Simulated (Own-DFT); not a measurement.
Si$_{12}$O$_{23}$ (quartz with two neutral oxygen vacancies, atoms displaced) (calculated)

A calculation, not a measurement: plane-wave PBE and HSE06 DFT by an unreviewed code, no spin, of a simulated cell at Gamma alone, so results move with cell size and shape, stress positive in tension, energies less offsets, not probed for a lower state with spin; oxygen file: force components 24 meV/angstrom off all-electron in a glass; k mesh not checked against a denser one; forces and stress are PBE's, HSE06 gives the energy alone, and its difference from PBE has offsets of its own; offsets are fitted by least squares, one for each functional and potential file, so energies compare only between cells with the same atoms and settings and are not formation energies; the far tail of each file's local potential was reset to the Coulomb form; each entry is a single point on an unrelaxed cell, so the pressure reflects the starting lattice, mostly measured values (interpolated for alloys), from which strain is counted, and rises with the displacements; printed positions are rounded, which can move forces by about a meV/angstrom; the program, named Own-DFT, is a retired in-house code; no spin-orbit coupling. Program: Own-DFT development build.

Settings shared by all entries: first functional PBE; second functional HSE06; exact exchange share 0.25; screening 0.11 1/bohr; exchange divergence Gygi-Baldereschi; potential files PseudoDojo norm-conserving, scalar-relativistic, made for PBE, standard set; wave cutoff 48 hartree; occupations fixed; k mesh 1 x 1 x 1 centred on Gamma.

(1) Si$_{12}$O$_{23}$ (quartz with two neutral oxygen vacancies, atoms displaced)

```
CELL_PARAMETERS angstrom
9.82680 0.00000 0.00000
-4.91340 8.51030 0.00000
0.00000 0.00000 10.81040
ATOMIC_POSITIONS crystal
Si 0.23838 0.00364 0.99396
Si 0.00135 0.23852 0.33044
Si 0.27015 0.27319 0.16665
O 0.20834 0.13439 0.05806
O 0.43022 0.29133 0.22384
O 0.07698 0.36956 0.44483
O 0.13231 0.20879 0.27723
O 0.29860 0.42591 0.10455
Si 0.23446 0.99971 0.50611
Si 0.00080 0.23520 0.83358
Si 0.27005 0.26845 0.67253
O 0.21000 0.13168 0.55620
O 0.43243 0.29478 0.72921
O 0.36652 0.08009 0.89234
O 0.07210 0.36539 0.93947
O 0.13390 0.20469 0.77654
O 0.28905 0.41973 0.61048
Si 0.23625 0.50328 0.00372
Si 0.00694 0.73833 0.32884
Si 0.26145 0.76554 0.16777
O 0.20354 0.63045 0.06236
O 0.42730 0.79393 0.22935
O 0.36612 0.57455 0.39239
O 0.07084 0.86011 0.44717
O 0.13665 0.70788 0.26972
O 0.29073 0.91959 0.10602
Si 0.23519 0.50057 0.50109
Si 0.99872 0.73480 0.83915
Si 0.26312 0.76568 0.66699
O 0.20693 0.63283 0.55797
O 0.42584 0.79337 0.72610
O 0.36776 0.57488 0.89086
O 0.07516 0.87150 0.93840
O 0.14068 0.70833 0.77257
O 0.28949 0.92246 0.60842
Si 0.73163 0.00109 0.99717
Si 0.49626 0.23104 0.33313
Si 0.76425 0.26437 0.16540
O 0.70891 0.13481 0.06666
O 0.92500 0.29444 0.22374
O 0.86663 0.07762 0.39097
O 0.63001 0.20822 0.27135
O 0.79191 0.42377 0.11052
Si 0.73522 0.00295 0.49951
Si 0.49773 0.23630 0.83530
Si 0.76899 0.26422 0.66534
O 0.70229 0.13155 0.55374
O 0.92519 0.29313 0.72875
O 0.86285 0.07236 0.89186
O 0.57793 0.36348 0.94546
O 0.63734 0.21063 0.77643
O 0.79184 0.42304 0.60803
Si 0.73643 0.50312 0.00011
Si 0.49677 0.73796 0.33452
Si 0.75921 0.76016 0.16214
O 0.70582 0.63615 0.05868
O 0.92577 0.79562 0.23213
O 0.86306 0.57469 0.39258
O 0.57010 0.86508 0.44099
O 0.63286 0.70322 0.27412
O 0.79360 0.93141 0.10679
Si 0.73519 0.50171 0.49636
Si 0.50334 0.74219 0.83376
Si 0.76509 0.76123 0.66729
O 0.70343 0.62990 0.56054
O 0.92521 0.79193 0.72850
O 0.86178 0.57041 0.89263
O 0.57402 0.86330 0.93792
O 0.63402 0.70666 0.77545
O 0.79100 0.92959 0.61034
```

- PBE energy of cell above offsets: -20.969 eV
- HSE06 less PBE above offsets: -0.050 eV
- PBE pressure: 7.8 GPa
- PBE stress xx: -7.31 GPa
- PBE stress yy: -8.63 GPa
- PBE stress zz: -7.46 GPa
- PBE stress yz: 0.23 GPa
- PBE stress xz: 0.42 GPa
- PBE stress xy: 1.45 GPa

Force:
```csv
element,x (eV/Å),y (eV/Å),z (eV/Å)
Si,-0.532,-0.606,3.624
Si,-1.403,0.664,1.722
Si,0.448,-4.073,1.311
O,-0.224,0.65,0.695
O,-1.267,0.676,-1.127
O,-1.428,-2.035,-1.719
O,2.642,0.35,-1.914
O,-0.894,2.537,-0.777
Si,1.943,-0.556,-4.124
Si,-0.314,-0.497,0.12
Si,-0.014,-2.475,-1.39
O,-2.148,3.535,3.041
O,-1.419,0.819,-1.441
O,0.634,-1.516,-0.614
O,0.453,1.2,1.213
O,0.604,-0.36,-0.035
O,-0.702,2.297,-1.135
Si,0.694,-1.134,-2.626
Si,-2.024,-0.997,2.884
Si,3.752,-0.554,-1.059
O,-0.654,0.555,0.339
O,-1.978,0.593,-2.048
O,-0.068,-0.862,0.349
O,0.197,-0.007,-0.624
O,-1.334,-1.296,2.214
O,-1.369,3.032,-2.235
Si,1.589,0.11,0.541
Si,1.32,-0.464,-2.822
Si,2.302,-1.259,-1.25
O,-0.61,1.04,0.774
O,0.208,0.534,-0.327
O,-0.548,-0.327,0.946
O,-0.428,-0.291,0.351
O,-3.696,-0.863,3.233
O,0.379,1.403,0.368
Si,0.722,0.467,1.59
Si,-0.351,0.159,4.555
Si,-0.793,0.576,2.399
O,-0.09,-2.637,-3.007
O,1.403,0.556,0.676
O,-0.103,-0.549,0.228
O,1.416,-0.799,-0.348
O,-1.113,2.751,-1.655
Si,0.922,-1.564,-0.705
Si,3.772,1.428,-0.011
Si,-2.257,-0.982,-0.353
O,-0.935,1.769,1.553
O,1.423,0.282,-0.038
O,0.382,0.232,-0.58
O,-1.113,-0.395,-0.231
O,-0.233,-0.411,0.022
O,-0.388,1.406,-0.741
Si,0.364,-1.629,1.946
Si,2.724,-1.097,0.024
Si,0.289,3.502,3.411
O,0.239,-1.795,-2.086
O,-1.194,0.293,-1.993
O,2.328,1.643,-2.092
O,0.268,1.044,0.89
O,-1.042,0.125,0.145
O,0.288,-1.041,0.097
Si,-1.195,-4,-0.162
Si,-0.151,-3.32,-2.418
Si,-1.484,1.189,-0.486
O,-0.66,0.733,0.367
O,1.242,0.102,0.575
O,1.138,0.714,-0.67
O,-0.585,2.258,2.457
O,0.124,-0.143,0.062
O,0.537,-0.693,0.11
```

(2) Si$_{12}$O$_{23}$ (quartz with two neutral oxygen vacancies, atoms displaced)

```
CELL_PARAMETERS angstrom
9.82680 0.00000 0.00000
-4.91340 8.51030 0.00000
0.00000 0.00000 10.81040
ATOMIC_POSITIONS crystal
Si 0.23566 0.99913 0.99747
Si 0.00239 0.23950 0.33560
Si 0.25925 0.26259 0.16473
O 0.20656 0.13267 0.06366
O 0.36509 0.07009 0.38843
O 0.08185 0.37214 0.44190
O 0.29355 0.42743 0.11198
Si 0.23463 0.00441 0.49381
Si 0.99952 0.23510 0.83207
Si 0.26227 0.26349 0.66429
O 0.20588 0.13251 0.56275
O 0.42982 0.29162 0.72649
O 0.37006 0.06879 0.89105
O 0.07538 0.36936 0.93709
O 0.13194 0.20517 0.77900
O 0.28677 0.41551 0.60964
Si 0.23794 0.50476 0.00204
Si 0.99223 0.73576 0.33309
Si 0.26204 0.76533 0.16803
O 0.20538 0.62966 0.05798
O 0.42591 0.79495 0.22711
O 0.36238 0.57010 0.39256
O 0.07284 0.86304 0.43842
O 0.13103 0.71054 0.27483
O 0.29627 0.92692 0.10485
Si 0.24175 0.49910 0.50201
Si 0.00386 0.73900 0.83407
Si 0.26876 0.76983 0.67208
O 0.20372 0.63406 0.55988
O 0.42070 0.79492 0.72540
O 0.36909 0.58108 0.89360
O 0.07563 0.86334 0.94189
O 0.13303 0.70282 0.77659
O 0.29452 0.92429 0.60793
Si 0.73927 0.99589 0.00045
Si 0.49999 0.23516 0.33756
Si 0.76909 0.26498 0.16730
O 0.70538 0.13466 0.06030
O 0.92511 0.29755 0.22349
O 0.86326 0.07869 0.39506
O 0.57373 0.36925 0.43863
O 0.63292 0.20646 0.27416
O 0.79432 0.42236 0.11000
Si 0.73517 0.00288 0.49537
Si 0.49807 0.23051 0.83332
Si 0.76387 0.26503 0.66897
O 0.70593 0.13477 0.55871
O 0.92716 0.29455 0.72941
O 0.87095 0.07580 0.89353
O 0.57299 0.36108 0.93831
O 0.63443 0.21190 0.77602
O 0.79774 0.42939 0.60947
Si 0.73733 0.50213 0.99747
Si 0.49632 0.73336 0.32874
Si 0.75794 0.76092 0.16509
O 0.70719 0.63617 0.05763
O 0.91807 0.79014 0.22531
O 0.86457 0.56953 0.38960
O 0.57135 0.86514 0.44305
O 0.63008 0.70301 0.27915
O 0.79207 0.92638 0.10559
Si 0.73144 0.49180 0.49597
Si 0.50252 0.74127 0.83220
Si 0.75997 0.76313 0.66829
O 0.70894 0.63853 0.55987
O 0.92820 0.79074 0.72522
O 0.86185 0.56893 0.89304
O 0.56411 0.85955 0.94030
O 0.63533 0.70296 0.77168
O 0.79292 0.91944 0.60292
```

- PBE energy of cell above offsets: -20.438 eV
- HSE06 less PBE above offsets: 0.015 eV
- PBE pressure: 7.81 GPa
- PBE stress xx: -6.57 GPa
- PBE stress yy: -9.37 GPa
- PBE stress zz: -7.48 GPa
- PBE stress yz: 0.04 GPa
- PBE stress xz: 0.12 GPa
- PBE stress xy: -0.95 GPa

Force:
```csv
element,x (eV/Å),y (eV/Å),z (eV/Å)
Si,0.77,0.814,0.848
Si,2.105,0.376,-2.787
Si,0.476,0.273,5.606
O,0.296,-2.117,-2.506
O,0.134,-0.606,0.394
O,-1.417,-1.434,-0.37
O,-0.313,1.599,-1.162
Si,0.998,-2.377,2.595
Si,0.309,1.121,1.007
Si,1.976,-2.395,4.691
O,-0.122,-1.25,-1.696
O,-1.86,0.042,-1.249
O,-0.893,-1.297,0.701
O,0.309,0.552,0.828
O,2.089,-0.157,-1.595
O,-0.906,3.947,-1.469
Si,1.115,-2.596,-1.801
Si,1.216,-0.895,-0.567
Si,-0.097,-0.77,-0.663
O,-1.952,2.855,2.205
O,-0.623,0.334,-1.063
O,1.46,0.967,-1.29
O,-0.466,1.317,0.924
O,0.072,-0.172,-0.329
O,-0.151,0.364,-0.079
Si,-2.245,1.986,1.586
Si,-0.661,-2.531,-1.023
Si,-3.865,-2.776,-3.151
O,1.21,-0.478,0.383
O,5.478,0.726,2.372
O,0.11,-0.957,0.022
O,-0.807,0.511,0.767
O,0.036,0.012,0.409
O,-1.831,2.645,-1.986
Si,-3.941,2.062,-1.745
Si,-1.349,0.03,-4.147
Si,-2.864,-1.312,-0.546
O,1.073,-2.038,-1.253
O,3.591,0.394,2.401
O,1.545,0.738,-1.934
O,-1.755,-1.19,0.286
O,-0.051,-0.236,0.429
O,-1.91,2.896,-1.996
Si,-0.683,-2.064,3.255
Si,-0.476,1.041,-0.097
Si,0.473,0.053,-0.35
O,-0.278,0.256,0.448
O,-0.871,0.195,-1.19
O,-0.659,-1.799,0.653
O,-0.061,1.399,1.583
O,1.78,-0.844,-0.647
O,-0.627,0.254,-0.905
Si,-0.538,-2.697,2.147
Si,-0.216,0.189,3.342
Si,-0.47,0.339,1.245
O,-0.263,-1.002,-0.831
O,0.567,0.561,0.058
O,-0.267,-0.524,0.125
O,-0.567,-0.926,-1.259
O,1.43,-0.001,-1.565
O,1.331,-1.141,1.906
Si,1.139,4.357,3.214
Si,0.247,-2.306,-2.191
Si,3.332,0.37,-1.391
O,1.054,-2.955,-2.019
O,-0.617,0.361,-0.012
O,1.799,2.069,-1.869
O,1.65,3.609,2.55
O,-3.196,-0.416,2.805
O,-1.301,2.646,-1.054
```

(3) Si$_{12}$O$_{23}$ (quartz with two neutral oxygen vacancies, atoms displaced)

```
CELL_PARAMETERS angstrom
9.82680 0.00000 0.00000
-4.91340 8.51030 0.00000
0.00000 0.00000 10.81040
ATOMIC_POSITIONS crystal
Si 0.23716 0.99855 0.00228
Si 0.99534 0.23080 0.33252
Si 0.26139 0.26746 0.16730
O 0.20804 0.13544 0.05634
O 0.42610 0.29491 0.22408
O 0.36714 0.07122 0.39698
O 0.07481 0.36888 0.44048
O 0.12997 0.20446 0.27331
O 0.29116 0.43280 0.10407
Si 0.23078 0.99414 0.50113
Si 0.99325 0.23182 0.83286
Si 0.26642 0.26246 0.66331
O 0.20405 0.13171 0.55690
O 0.42625 0.29162 0.72034
O 0.36586 0.07214 0.89587
O 0.06640 0.36224 0.93917
O 0.13026 0.21018 0.77676
O 0.29005 0.42416 0.60346
Si 0.22898 0.49956 0.00241
Si 0.99308 0.72910 0.32922
Si 0.26320 0.76429 0.17024
O 0.20596 0.63163 0.05843
O 0.42414 0.79369 0.22586
O 0.37008 0.57739 0.39499
O 0.07720 0.86902 0.44480
O 0.13255 0.70758 0.26539
O 0.29839 0.93014 0.10705
Si 0.23736 0.49943 0.50080
Si 0.00189 0.73713 0.83545
Si 0.26670 0.76303 0.66507
O 0.20707 0.63145 0.56441
O 0.42523 0.79270 0.72759
O 0.36920 0.57561 0.89152
O 0.06755 0.86784 0.93784
O 0.28861 0.92205 0.60389
Si 0.73525 0.99807 0.00062
Si 0.49775 0.23284 0.33397
Si 0.76366 0.26553 0.16714
O 0.71176 0.13545 0.06381
O 0.92641 0.29367 0.23162
O 0.85903 0.07312 0.39633
O 0.56428 0.36101 0.44199
O 0.62968 0.20569 0.27696
O 0.79124 0.42739 0.10318
Si 0.72500 0.99535 0.49772
Si 0.49689 0.23568 0.83531
Si 0.76309 0.26191 0.66891
O 0.70629 0.13833 0.55518
O 0.93061 0.29926 0.72475
O 0.85788 0.07294 0.88946
O 0.57765 0.37140 0.93836
O 0.63611 0.20542 0.77323
O 0.79675 0.43298 0.60610
Si 0.73119 0.49800 0.99858
Si 0.49246 0.72893 0.33063
Si 0.76691 0.76464 0.16576
O 0.70284 0.63040 0.06606
O 0.92263 0.78931 0.22593
O 0.86240 0.57085 0.38945
O 0.57749 0.86823 0.44016
O 0.63584 0.70872 0.27163
O 0.79602 0.92899 0.10912
Si 0.73411 0.49702 0.49656
Si 0.50125 0.73740 0.83195
Si 0.76411 0.75927 0.67426
O 0.70866 0.63568 0.56066
O 0.86707 0.57650 0.89943
O 0.56980 0.86537 0.94150
O 0.63507 0.70881 0.77230
O 0.79539 0.92479 0.61673
```

* PBE energy of cell above offsets: -20.983 eV
* HSE06 less PBE above offsets: -0.042 eV
* PBE pressure: 7.59 GPa
* PBE stress xx: -7.18 GPa
* PBE stress yy: -7.67 GPa
* PBE stress zz: -7.92 GPa
* PBE stress yz: 0.44 GPa
* PBE stress xz: -0.42 GPa
* PBE stress xy: -1.54 GPa

Force:
```csv
element,x (eV/Å),y (eV/Å),z (eV/Å)
Si,-2.177,-0.115,-0.618
Si,0.415,0.397,2.552
Si,0.873,0.014,-1.304
O,-0.388,0.527,0.681
O,0.017,-0.061,0.299
O,0.103,-0.146,-0.624
O,-0.247,-0.72,-0.828
O,0.215,-0.339,0.064
O,1.854,-1.96,2.548
Si,1.206,3.097,0.166
Si,0.406,0.927,-0.582
Si,-2.917,-0.261,0.952
O,-0.231,-0.047,0.07
O,1.758,0.023,1.469
O,0.828,0.597,-1.058
O,0.181,1.216,1.306
O,2.507,-0.118,-1.697
O,1.525,-0.595,1.453
Si,0.7,-0.529,-4.341
Si,1.62,2.171,2.073
Si,1.26,0.847,-4.305
O,-1.773,2.421,1.427
O,0.938,0.269,0.361
O,-0.634,-2.154,0.637
O,-2.792,-4.76,-3.717
O,-3.142,-1.346,3.32
O,0.597,-0.851,0.922
Si,-1.542,-0.027,-0.56
Si,-0.264,-1.04,-5.011
Si,-3.122,0.623,2.925
O,0.07,-1.36,-1.784
O,0.472,0.943,-0.559
O,-1.089,-1.282,1.061
O,0.911,2.389,2.533
O,1.334,0.048,1.295
Si,-0.844,0.041,0.2
Si,-1.652,-0.212,-0.033
Si,-0.128,0.815,1.129
O,-0.139,-1.091,-0.989
O,-1.677,0.778,-1.754
O,1.333,0.422,-1.267
O,0.481,1.351,0.693
O,1.908,0.058,-1.283
O,1.052,-1.084,1.665
Si,3.801,2.533,4.758
Si,1.147,-0.293,-1.496
Si,0.682,2.127,-2.302
O,-0.146,-0.477,0.191
O,-0.443,-0.05,-0.333
O,0.096,-0.911,0.071
O,-2.125,-2.186,-1.228
O,-2.564,-0.463,2.094
O,0.718,-1.53,0.821
Si,0.524,2.539,1.428
Si,2.956,3.27,-0.214
Si,-1.812,0.428,-0.099
O,0.029,-1.175,-1.578
O,1.338,0.969,0.038
O,0.467,-0.511,-0.626
O,-3.304,-4.474,-2.7
O,-1.557,-0.293,1.127
O,0.253,0.217,-0.191
Si,-1.832,0.252,1.736
Si,0.412,-0.791,0.766
Si,4.637,1.596,-1.152
O,0.303,-1.268,-1.278
O,0.855,-0.145,-0.703
O,0.171,0.657,0.591
O,-2.749,-1.54,2.906
O,-1.66,1.64,-2.116
```
